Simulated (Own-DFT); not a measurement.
Simulation results for GaN (wurtzite, strained, atoms displaced), GaAs (zincblende with one plane slipped along a stacking-fault path, atoms displaced)

All values are calculated (Own-DFT development build). A calculation, not a measurement: plane-wave PBE density functional theory by an unreviewed code, no spin, of a simulated periodic cell, stress positive in tension, free energy of the whole cell less one offset for each atom, forces on such cells passed a denser k mesh, this cell's mesh not checked; offsets are fitted by least squares, one for each functional and potential file, so energies compare only between cells with the same atoms and settings and are not formation energies; the far tail of each file's local potential was reset to the Coulomb form; each entry is a single point on an unrelaxed cell, so the pressure reflects the starting lattice, mostly measured values (interpolated for alloys), from which strain is counted, and rises with the displacements; printed positions are rounded, which can move forces by about a meV/angstrom; the program, named Own-DFT, is a retired in-house code; no spin-orbit coupling.

Common to all runs: functional PBE.

(1) GaN (wurtzite, strained, atoms displaced)

```
cell vectors (Å)
  12.7560     0.0000     0.0000
  -4.7835     8.2853     0.0000
   0.0000     0.0000    10.3441
atoms (fractions of the cell vectors)
Ga  0.08728  0.22720  0.99592
Ga  0.16204  0.09695  0.24896
N   0.07923  0.22265  0.19608
N   0.16994  0.12178  0.43619
Ga  0.07948  0.21842  0.50261
Ga  0.17063  0.11266  0.75013
N   0.07507  0.21276  0.69244
N   0.15843  0.10467  0.94144
Ga  0.07943  0.54641  0.99913
Ga  0.16137  0.44327  0.24704
N   0.07316  0.55813  0.18431
N   0.17014  0.45255  0.43310
Ga  0.08713  0.55066  0.49966
Ga  0.17022  0.44446  0.75503
N   0.08981  0.56190  0.68067
N   0.16104  0.43518  0.94435
Ga  0.08581  0.89175  0.00818
Ga  0.16948  0.78095  0.24805
N   0.08253  0.88609  0.19153
N   0.16584  0.78115  0.43572
Ga  0.09427  0.89751  0.49467
Ga  0.16831  0.77924  0.74906
N   0.08816  0.89048  0.68326
N   0.16100  0.76450  0.94272
Ga  0.33314  0.23069  0.99240
Ga  0.40877  0.10790  0.26310
N   0.33140  0.21281  0.19056
N   0.41586  0.11088  0.44238
Ga  0.33758  0.21462  0.49989
Ga  0.41820  0.12243  0.74305
N   0.33805  0.23125  0.69253
N   0.40518  0.10020  0.94709
Ga  0.33509  0.54731  0.99674
Ga  0.41634  0.44265  0.24806
N   0.33806  0.55935  0.17698
N   0.42086  0.45059  0.43607
Ga  0.32897  0.55158  0.50020
Ga  0.41728  0.44294  0.75201
N   0.33151  0.55795  0.68557
N   0.41349  0.43945  0.93270
Ga  0.33678  0.89705  0.99733
Ga  0.40881  0.77394  0.25298
N   0.33589  0.89499  0.18685
N   0.41751  0.78386  0.44466
Ga  0.33302  0.88046  0.50501
Ga  0.41775  0.76896  0.75895
N   0.33836  0.88696  0.69714
N   0.42351  0.78957  0.93724
Ga  0.58559  0.22774  0.99927
Ga  0.67045  0.10475  0.24040
N   0.58035  0.22355  0.19094
N   0.67390  0.12618  0.44405
Ga  0.58938  0.23252  0.49540
Ga  0.66667  0.10869  0.75106
N   0.57612  0.21959  0.69386
N   0.66384  0.09772  0.93262
Ga  0.58460  0.55394  0.00432
Ga  0.66669  0.44638  0.25250
N   0.57742  0.55437  0.18363
N   0.66812  0.43937  0.42660
Ga  0.58157  0.56165  0.49896
Ga  0.67089  0.45075  0.75436
N   0.58275  0.55859  0.68528
N   0.66588  0.44841  0.94420
Ga  0.58543  0.89248  0.00011
Ga  0.67126  0.77844  0.24101
N   0.57643  0.89958  0.18834
N   0.67537  0.77915  0.43503
Ga  0.58596  0.88447  0.50463
Ga  0.66692  0.77417  0.74885
N   0.58076  0.88783  0.68118
N   0.67051  0.77173  0.93960
Ga  0.83485  0.22002  0.00122
Ga  0.91205  0.11050  0.25026
N   0.83678  0.22044  0.19066
N   0.91573  0.10721  0.43649
Ga  0.83154  0.21497  0.50221
Ga  0.92119  0.11695  0.75254
N   0.82956  0.21544  0.68843
N   0.91204  0.10917  0.93682
Ga  0.83610  0.55522  0.99709
Ga  0.91073  0.44072  0.25205
N   0.82769  0.54559  0.19366
N   0.91638  0.43815  0.43616
Ga  0.83084  0.55404  0.50344
Ga  0.91750  0.44707  0.75325
N   0.84179  0.55351  0.69668
N   0.91697  0.44194  0.94053
Ga  0.82653  0.87660  0.99637
Ga  0.91373  0.78132  0.25090
N   0.82564  0.89522  0.20080
N   0.91972  0.77490  0.43850
Ga  0.82976  0.88799  0.49239
Ga  0.91893  0.77385  0.74983
N   0.83630  0.88868  0.68692
N   0.92055  0.77683  0.93796
```

It was run with potential files PseudoDojo norm-conserving, scalar-relativistic, standard set with the stringent files for Ga, wave cutoff 96 hartree, occupations Gaussian, smearing width 0.01 eV and k mesh 3 x 4 x 3 centred on Gamma.

The calculation gives: free energy of cell above offsets -4.024 eV; pressure 7.69 GPa; stress xx -6.99 GPa; stress yy -7.73 GPa; stress zz -8.34 GPa; stress yz 0.04 GPa; stress xz 0.35 GPa; stress xy -0.42 GPa.

Force:
```csv
element,x (eV/Å),y (eV/Å),z (eV/Å)
Ga,-1.283,-2.543,1.81
Ga,-0.54,2.741,0.19
N,0.858,-0.721,-1.324
N,0.594,-0.582,0.568
Ga,0.088,0.51,-0.479
Ga,-0.765,-0.763,0.026
N,2.332,1.956,-0.761
N,1.143,0.921,-0.647
Ga,-0.053,0.904,0.622
Ga,0.167,0.605,-0.508
N,1.551,-0.247,0.691
N,0.371,-1.405,0.253
Ga,-1.894,0.777,-0.813
Ga,-1.078,-0.204,-0.766
N,-0.228,-1.165,1.845
N,0.973,2.011,-1.309
Ga,0.377,-1.182,-1.154
Ga,0.139,-0.839,-0.077
N,-0.847,-0.643,-0.113
N,1.5,-0.598,0.028
Ga,-1.656,-0.423,0.542
Ga,0.423,0.075,0.586
N,-0.275,0.313,0.548
N,0.138,1.467,-0.575
Ga,0.393,-2.721,1.79
Ga,1.73,0.187,-2.223
N,-1.249,1.288,-0.69
N,1.29,-0.758,0.893
Ga,-2.035,1.878,0.199
Ga,0.191,-2.602,1.981
N,-1.027,-0.888,-1.103
N,0.606,4.035,-2.275
Ga,-1.279,1.812,-0.172
Ga,-0.764,-0.585,0.151
N,-0.775,-0.673,1.8
N,-0.581,-0.831,0.304
Ga,0.852,0.684,-0.397
Ga,-0.279,1.365,-1.345
N,0.849,-1.057,0.876
N,0.849,1.265,0.503
Ga,-0.357,-2.936,0.833
Ga,0.608,0.617,-0.219
N,-0.407,-0.838,0.466
N,1.211,-1.352,-1.158
Ga,-1.004,0.894,0.748
Ga,-0.404,1.4,-1.564
N,-0.757,0.57,-0.757
N,-0.087,-1.972,0.97
Ga,-0.508,-1.654,0.692
Ga,-1.615,2.458,2.044
N,0.401,-0.289,-0.2
N,-0.456,-2.478,-1.276
Ga,-0.241,-1.484,0.972
Ga,-0.625,-0.193,-1.028
N,2.143,1.787,-0.886
N,-0.231,2.581,1.017
Ga,-0.807,0.034,-0.822
Ga,-0.525,-0.838,-2.208
N,0.937,0.453,1.067
N,-0.961,1.818,3.277
Ga,1.13,-0.482,-0.492
Ga,-0.308,-0.74,-0.458
N,0.562,-0.677,0.481
N,0.844,-0.34,-1.036
Ga,0.147,-1.285,0.571
Ga,-3.67,-1.235,1.371
N,1.452,-2.847,-0.384
N,-2.553,-0.875,-0.703
Ga,-0.401,1.151,-2.034
Ga,0.104,1.288,-0.211
N,0.751,-0.485,2.348
N,-2.135,-0.377,-0.451
Ga,-0.588,-0.237,-0.15
Ga,1.273,0.829,0.489
N,-1.164,0.463,-1.046
N,0.018,0.475,0.441
Ga,0.509,1.095,-0.062
Ga,-1.826,-1.8,0.042
N,0.425,1.094,0.495
N,1.103,-0.51,0.82
Ga,-0.122,0.027,1.252
Ga,0.519,0.102,0.26
N,-0.195,1.925,-1.493
N,0.018,0.519,1.177
Ga,1.182,-0.078,-0.693
Ga,2.161,-1.445,-0.43
N,-2.536,0.317,-1.281
N,-0.538,-0.559,-0.433
Ga,1.657,2.049,0.671
Ga,0.384,-1.068,0.234
N,3.237,-0.326,-2.756
N,-0.361,0.51,0.24
Ga,2.506,0.38,1.583
Ga,-0.043,1.461,-0.466
N,-0.223,-0.309,0.094
N,-0.446,0.052,0.569
```

(2) GaN (wurtzite, strained, atoms displaced)

```
cell vectors (Å)
  12.7560     0.0000     0.0000
  -4.7835     8.2853     0.0000
   0.0000     0.0000    10.3441
atoms (fractions of the cell vectors)
Ga  0.09141  0.22741  0.99871
Ga  0.17118  0.11279  0.24837
N   0.08952  0.21695  0.18767
N   0.16572  0.10778  0.44238
Ga  0.09033  0.22862  0.49527
Ga  0.15552  0.10497  0.74825
N   0.09236  0.23414  0.68778
N   0.16129  0.10941  0.92815
Ga  0.08802  0.55730  0.99430
Ga  0.17105  0.43880  0.25722
N   0.08327  0.56570  0.18444
N   0.16369  0.44233  0.43346
Ga  0.08585  0.56186  0.49662
Ga  0.16530  0.44206  0.75381
N   0.09298  0.55837  0.68331
N   0.16095  0.43629  0.93159
Ga  0.09231  0.88866  0.00615
Ga  0.16848  0.77988  0.25916
N   0.07939  0.87981  0.18946
N   0.16082  0.76125  0.43797
Ga  0.08455  0.88757  0.50719
Ga  0.17475  0.77873  0.74192
N   0.07385  0.88143  0.68100
N   0.16456  0.77454  0.93652
Ga  0.34022  0.22848  0.00493
Ga  0.40672  0.10838  0.25380
N   0.33839  0.21701  0.19400
N   0.42266  0.10991  0.44186
Ga  0.33700  0.22725  0.49760
Ga  0.42047  0.10703  0.74513
N   0.33180  0.21652  0.68527
N   0.42065  0.11652  0.93316
Ga  0.32761  0.56148  0.99569
Ga  0.42450  0.45256  0.24739
N   0.33074  0.55904  0.18699
N   0.40598  0.44709  0.44812
Ga  0.32947  0.55072  0.49285
Ga  0.40838  0.42540  0.74600
N   0.33635  0.55772  0.69829
N   0.42053  0.44948  0.94838
Ga  0.34431  0.89098  0.00457
Ga  0.41617  0.77780  0.24967
N   0.33753  0.89364  0.19293
N   0.41528  0.77650  0.43840
Ga  0.34008  0.89303  0.49617
Ga  0.41695  0.79131  0.75206
N   0.33608  0.88914  0.69057
N   0.42272  0.78514  0.94452
Ga  0.58640  0.22609  0.00585
Ga  0.66643  0.10545  0.25519
N   0.58578  0.23084  0.19132
N   0.66522  0.10265  0.43326
Ga  0.58628  0.21731  0.50103
Ga  0.66847  0.11635  0.74567
N   0.57893  0.21805  0.68696
N   0.66031  0.10812  0.93214
Ga  0.58698  0.55697  0.99212
Ga  0.66098  0.43704  0.25084
N   0.59181  0.55942  0.18765
N   0.67191  0.44493  0.43648
Ga  0.57989  0.55009  0.50236
Ga  0.66385  0.43618  0.75404
N   0.58484  0.55664  0.69279
N   0.67564  0.44376  0.93403
Ga  0.58552  0.88906  0.99443
Ga  0.67153  0.78246  0.24964
N   0.57558  0.89084  0.18784
N   0.66021  0.78047  0.44695
Ga  0.58105  0.89831  0.50208
Ga  0.66320  0.77934  0.75812
N   0.58597  0.88786  0.69309
N   0.67251  0.78323  0.93604
Ga  0.83311  0.22370  0.99814
Ga  0.91529  0.12294  0.25143
N   0.83469  0.22814  0.18582
N   0.91898  0.11232  0.44585
Ga  0.83006  0.21794  0.50376
Ga  0.92283  0.11355  0.74973
N   0.82945  0.22687  0.68895
N   0.92849  0.11870  0.94182
Ga  0.83252  0.55572  0.99740
Ga  0.91791  0.44392  0.24961
N   0.83581  0.55483  0.18480
N   0.91498  0.44455  0.43272
Ga  0.83413  0.55362  0.49006
Ga  0.91447  0.44325  0.75155
N   0.84023  0.55586  0.68867
N   0.91898  0.45092  0.93937
Ga  0.83343  0.89252  0.00328
Ga  0.91053  0.77470  0.24900
N   0.83230  0.88324  0.19156
N   0.92109  0.78292  0.44061
Ga  0.84152  0.89184  0.49814
Ga  0.91372  0.77512  0.75183
N   0.83412  0.89327  0.68895
N   0.91619  0.77384  0.94766
```

It was run with potential files PseudoDojo norm-conserving, scalar-relativistic, standard set with the stringent files for Ga, wave cutoff 96 hartree, occupations Gaussian, smearing width 0.01 eV and k mesh 3 x 4 x 3 centred on Gamma.

It finds free energy of cell above offsets -4.323 eV; pressure 7.54 GPa; stress xx -6.43 GPa; stress yy -7.97 GPa; stress zz -8.23 GPa; stress yz 0.25 GPa; stress xz -0.16 GPa; stress xy 1.1 GPa.

Force:
```csv
element,x (eV/Å),y (eV/Å),z (eV/Å)
Ga,-0.198,-0.9,0.736
Ga,-0.282,-1.572,0.739
N,-1.403,0.823,0.141
N,0.892,0.25,-0.816
Ga,-0.589,-0.832,0.973
Ga,1.629,-0.23,-0.843
N,-1.038,-1.438,-0.98
N,1.762,-0.041,2.083
Ga,-1.059,-0.187,1.05
Ga,-1.515,0.531,-2.528
N,1.467,-1.332,0.386
N,0.098,0.475,1.306
Ga,-0.308,-3.355,1.069
Ga,0.779,1.326,-1.583
N,-1.315,-0.406,0.334
N,0.6,1.502,1.676
Ga,-1.54,-0.04,-0.879
Ga,-0.304,-0.437,-1.975
N,0.434,1.438,0.756
N,0.4,4.387,0.549
Ga,0.042,-0.183,-2.366
Ga,-2.14,-0.411,1.218
N,1.491,0.622,2.503
N,1.82,0.875,-0.731
Ga,-0.533,-0.819,-1.133
Ga,3.745,-0.504,0.548
N,-2.475,2.169,-0.943
N,-1.208,0.645,-0.427
Ga,-0.334,-1.12,0.489
Ga,-1.819,0.552,0.878
N,-0.041,-1.357,0.008
N,0.032,-0.364,0.925
Ga,1.143,-0.664,0.147
Ga,-0.638,-0.066,0.089
N,1.019,-0.469,-0.029
N,3.739,-1.149,-2.345
Ga,-1.957,2.014,2.612
Ga,0.071,2.574,1.044
N,-0.273,0.147,-0.908
N,-0.826,-0.3,-1.011
Ga,-2.364,0.855,-0.132
Ga,-0.273,-0.093,0.352
N,-0.691,-0.474,-0.185
N,0.106,-0.097,0.004
Ga,-1.066,-1.24,0.534
Ga,2.357,-2.32,0.312
N,-0.558,0.843,-1.59
N,-0.323,-1.098,-1.178
Ga,-0.121,-0.313,-0.519
Ga,-0.726,0.899,-2.05
N,-0.05,-2.566,-0.087
N,-0.065,1.688,1.408
Ga,-0.024,1.152,-0.476
Ga,-0.227,-0.942,0.714
N,1.136,0.489,-0.557
N,1.059,0.604,0.859
Ga,0.564,0.059,0.717
Ga,1.517,1.873,-0.029
N,-1.198,0.116,-0.294
N,-1.653,-0.808,0.531
Ga,0.204,1.135,0.301
Ga,0.447,1.273,-1.54
N,-0.079,-0.832,0.087
N,-1.999,-0.441,0.835
Ga,0.313,0.538,1.081
Ga,-1.408,-0.358,1.076
N,2.118,-0.08,-0.589
N,1.325,-0.353,-1.088
Ga,0.947,-2.488,0.747
Ga,1.25,-0.33,-2.273
N,-1.501,0.998,-0.551
N,-0.506,-0.428,1.489
Ga,0.212,0.155,-0.649
Ga,1.713,-1.258,0.155
N,-0.412,-1.034,0.128
N,-0.233,0.7,-1.119
Ga,0.579,0.802,-0.509
Ga,-0.626,0.158,0.067
N,1.483,-0.442,-0.064
N,-1.868,-0.668,-0.36
Ga,1.129,0.451,0.939
Ga,-0.131,1.198,-0.854
N,-0.972,-0.408,0.795
N,0.828,-0.8,0.968
Ga,0.256,0.988,1.595
Ga,1.152,0.88,-0.01
N,-1.713,-0.261,-0.802
N,0.48,-1.064,-0.317
Ga,1.501,0.218,-0.324
Ga,1.578,-0.439,0.241
N,-0.826,2.06,-0.293
N,0.027,-0.897,-0.843
Ga,-1.719,-0.615,0.777
Ga,-0.292,-0.226,0.683
N,0.028,-0.294,0.244
N,-0.051,1.387,-1.122
```

(3) GaAs (zincblende with one plane slipped along a stacking-fault path, atoms displaced)

```
cell vectors (Å)
   5.6533    -5.6533     0.0000
   0.0000     5.6533    -5.6533
  11.6364    11.6364    10.6470
atoms (fractions of the cell vectors)
Ga  0.99651  0.98849  0.00529
As  0.98928  0.98061  0.12983
Ga  0.15873  0.31016  0.17369
As  0.14339  0.29706  0.29262
Ga  0.32804  0.14111  0.33366
As  0.30903  0.11633  0.45645
Ga  0.03762  0.05937  0.49778
As  0.01555  0.03873  0.62064
Ga  0.18292  0.38463  0.67029
As  0.17560  0.35606  0.78553
Ga  0.34827  0.17616  0.83984
As  0.32970  0.18313  0.95757
Ga  0.00502  0.49037  0.99932
As  0.99848  0.49480  0.12891
Ga  0.14968  0.80153  0.16545
As  0.14694  0.80296  0.28725
Ga  0.32425  0.64107  0.33230
As  0.30815  0.60570  0.45923
Ga  0.04460  0.55976  0.50141
As  0.01824  0.54558  0.62646
Ga  0.20332  0.88027  0.66887
As  0.17270  0.84830  0.79208
Ga  0.35895  0.70013  0.82582
As  0.34400  0.68952  0.95533
Ga  0.49596  0.99577  0.00192
As  0.50838  0.00174  0.12580
Ga  0.66133  0.31244  0.16423
As  0.64535  0.30741  0.29641
Ga  0.81846  0.12638  0.32991
As  0.80984  0.12636  0.46118
Ga  0.53793  0.07200  0.49796
As  0.50998  0.05416  0.62235
Ga  0.68599  0.37519  0.66737
As  0.68278  0.36807  0.78797
Ga  0.83593  0.18346  0.82856
As  0.83188  0.16712  0.95689
Ga  0.49473  0.49545  0.99811
As  0.49749  0.48419  0.12467
Ga  0.66695  0.80639  0.16623
As  0.65455  0.79167  0.28964
Ga  0.82096  0.62801  0.33550
As  0.80928  0.61259  0.45708
Ga  0.52310  0.56449  0.50416
As  0.51662  0.53547  0.62646
Ga  0.69349  0.88628  0.66430
As  0.67531  0.87038  0.79387
Ga  0.83627  0.68379  0.83284
As  0.81527  0.67105  0.95601
```

Settings of this run: potential files PseudoDojo norm-conserving, scalar-relativistic, standard set, wave cutoff 42 hartree, occupations Fermi-Dirac, smearing width 0.1 eV and k mesh 4 x 4 x 2 centred on Gamma.

Results for GaAs (zincblende with one plane slipped along a stacking-fault path, atoms displaced): free energy of cell above offsets -11.535 eV; pressure 6.03 GPa; stress xx -6.51 GPa; stress yy -6.53 GPa; stress zz -5.06 GPa; stress yz -1.61 GPa; stress xz 0.49 GPa; stress xy 1.89 GPa.

Force:
```csv
element,x (eV/Å),y (eV/Å),z (eV/Å)
Ga,-0.526,0.219,-0.625
As,0.507,-0.639,-0.84
Ga,-0.567,-0.555,-0.988
As,1.402,0.202,-0.132
Ga,-1.265,0.447,0.834
As,-0.152,-1.288,-2.677
Ga,-0.835,1.606,2.732
As,1.358,0.1,-0.105
Ga,-1.211,-1.686,-0.391
As,1.84,0.931,1.517
Ga,-1.298,-0.589,-1.31
As,0.362,-0.22,1.735
Ga,-0.181,0.724,-0.595
As,-0.981,-1.826,0.822
Ga,1.229,0.406,-1.468
As,1.107,0.288,0.232
Ga,-0.478,0.181,0.337
As,-1.768,-1.26,-3.727
Ga,-1.215,2.611,2.414
As,0.09,-0.065,-0.474
Ga,-1.524,1.015,0.404
As,0.276,0.484,-0.469
Ga,-0.997,0.89,1.818
As,-0.795,-0.661,0.977
Ga,0.321,0.591,-1.035
As,-0.946,-0.685,1.651
Ga,0.944,1.247,-0.168
As,0.098,-2.06,-0.594
Ga,-0.402,1.136,0.69
As,0.588,-2.508,-3.086
Ga,-0.185,1.652,2.746
As,1.211,-1.28,-0.097
Ga,-0.316,-0.239,-0.265
As,-0.057,0.426,1.164
Ga,1.305,0.916,-0.817
As,0.092,-0.266,0.107
Ga,0.093,1.276,-0.384
As,-0.648,0.076,0.2
Ga,-0.85,0.912,-0.048
As,0.242,0.469,-0.131
Ga,0.098,0.136,-0.309
As,0.066,0.392,-1.378
Ga,2.945,-1.534,2.212
As,0.206,0.784,-0.527
Ga,-0.681,0.385,0.503
As,-0.003,-2.402,-0.404
Ga,0.084,0.354,-0.411
As,1.421,-1.092,0.362
```

(4) GaAs (zincblende with one plane slipped along a stacking-fault path, atoms displaced)

```
cell vectors (Å)
   5.6533    -5.6533     0.0000
   0.0000     5.6533    -5.6533
  11.6364    11.6364    10.6470
atoms (fractions of the cell vectors)
Ga  0.99563  0.01424  0.00212
As  0.98982  0.98131  0.12461
Ga  0.13771  0.30810  0.16274
As  0.13570  0.28876  0.29007
Ga  0.30863  0.13386  0.33349
As  0.30846  0.11935  0.45478
Ga  0.01843  0.04223  0.49601
As  0.02556  0.04709  0.62221
Ga  0.17507  0.35951  0.66894
As  0.18317  0.37362  0.78853
Ga  0.33867  0.17191  0.83176
As  0.32218  0.16921  0.95384
Ga  0.00478  0.49786  0.00625
As  0.97506  0.46407  0.12417
Ga  0.14019  0.80901  0.16917
As  0.14783  0.80938  0.29395
Ga  0.31722  0.63582  0.33136
As  0.30744  0.61244  0.46131
Ga  0.03412  0.55125  0.50288
As  0.02073  0.55228  0.62775
Ga  0.18419  0.87981  0.66396
As  0.17824  0.84081  0.79548
Ga  0.32784  0.67754  0.83470
As  0.33048  0.66760  0.96122
Ga  0.49893  0.99316  0.99982
As  0.49150  0.97418  0.13046
Ga  0.65988  0.31826  0.16612
As  0.66183  0.30638  0.29029
Ga  0.80999  0.13671  0.33649
As  0.80145  0.11643  0.45837
Ga  0.53118  0.04912  0.50323
As  0.52564  0.03829  0.62358
Ga  0.67268  0.35187  0.66665
As  0.68240  0.35771  0.79308
Ga  0.84224  0.19820  0.82749
As  0.83468  0.16230  0.96688
Ga  0.48180  0.48049  0.00039
As  0.49748  0.47686  0.12454
Ga  0.65694  0.81046  0.16412
As  0.66138  0.81711  0.29258
Ga  0.80701  0.62772  0.33360
As  0.80010  0.62262  0.45999
Ga  0.53815  0.55252  0.50025
As  0.52662  0.55052  0.62879
Ga  0.69379  0.88230  0.66694
As  0.69172  0.86367  0.78791
Ga  0.82887  0.68002  0.83097
As  0.84963  0.68259  0.95332
```

Here we set potential files PseudoDojo norm-conserving, scalar-relativistic, standard set, wave cutoff 42 hartree, occupations Fermi-Dirac, smearing width 0.1 eV and k mesh 4 x 4 x 2 centred on Gamma.

Results for GaAs (zincblende with one plane slipped along a stacking-fault path, atoms displaced): free energy of cell above offsets -12.035 eV; pressure 5.86 GPa; stress xx -5.59 GPa; stress yy -6.85 GPa; stress zz -5.15 GPa; stress yz -0.36 GPa; stress xz -0.77 GPa; stress xy 2.52 GPa.

Force:
```csv
element,x (eV/Å),y (eV/Å),z (eV/Å)
Ga,0.497,-1.854,1.304
As,-0.131,-0.022,-0.105
Ga,1.521,-0.696,0.56
As,0.48,0.296,-0.966
Ga,0.318,-0.647,-0.582
As,1.017,-0.372,-1.69
Ga,0.383,0.025,2.357
As,-0.486,-0.002,0.013
Ga,0.096,-0.094,-1.665
As,0.12,-0.691,1.85
Ga,-0.295,0.284,-0.668
As,0.722,-0.368,0.854
Ga,-1.461,-0.28,-0.928
As,1.147,1.081,-1.208
Ga,0.542,-0.915,0.354
As,-0.259,-0.378,0.481
Ga,0.01,-0.065,0.417
As,0.333,-1.789,-3.036
Ga,-1.369,2.175,2.263
As,-0.433,-0.565,0.829
Ga,0.942,0.06,0.678
As,-1.57,0.669,-1.587
Ga,1.892,-0.647,-0.174
As,-0.014,-0.599,0.013
Ga,0.051,1.088,0.076
As,-1.15,0.545,-0.771
Ga,-0.494,-0.082,1.373
As,-0.886,0.915,0.138
Ga,0.198,-0.377,0.068
As,0.681,-1.098,-3.011
Ga,-1.819,1.606,2.12
As,-0.403,0.534,0.548
Ga,0.684,0.625,-1.123
As,-1.459,0.454,-0.203
Ga,1.481,-0.476,1.496
As,-1.756,0.519,-2.376
Ga,0.955,-0.499,-1.195
As,-0.853,1.07,-0.109
Ga,0.373,0.063,0.685
As,-0.87,-0.392,0.469
Ga,0.412,0.22,-0.184
As,2.952,-4.413,-3.696
Ga,-1.889,4.012,4.104
As,-0.678,-0.389,0.499
Ga,-0.035,-0.632,0.268
As,-0.424,1.447,0.381
Ga,0.941,-0.27,-0.193
As,-0.017,0.925,1.272
```
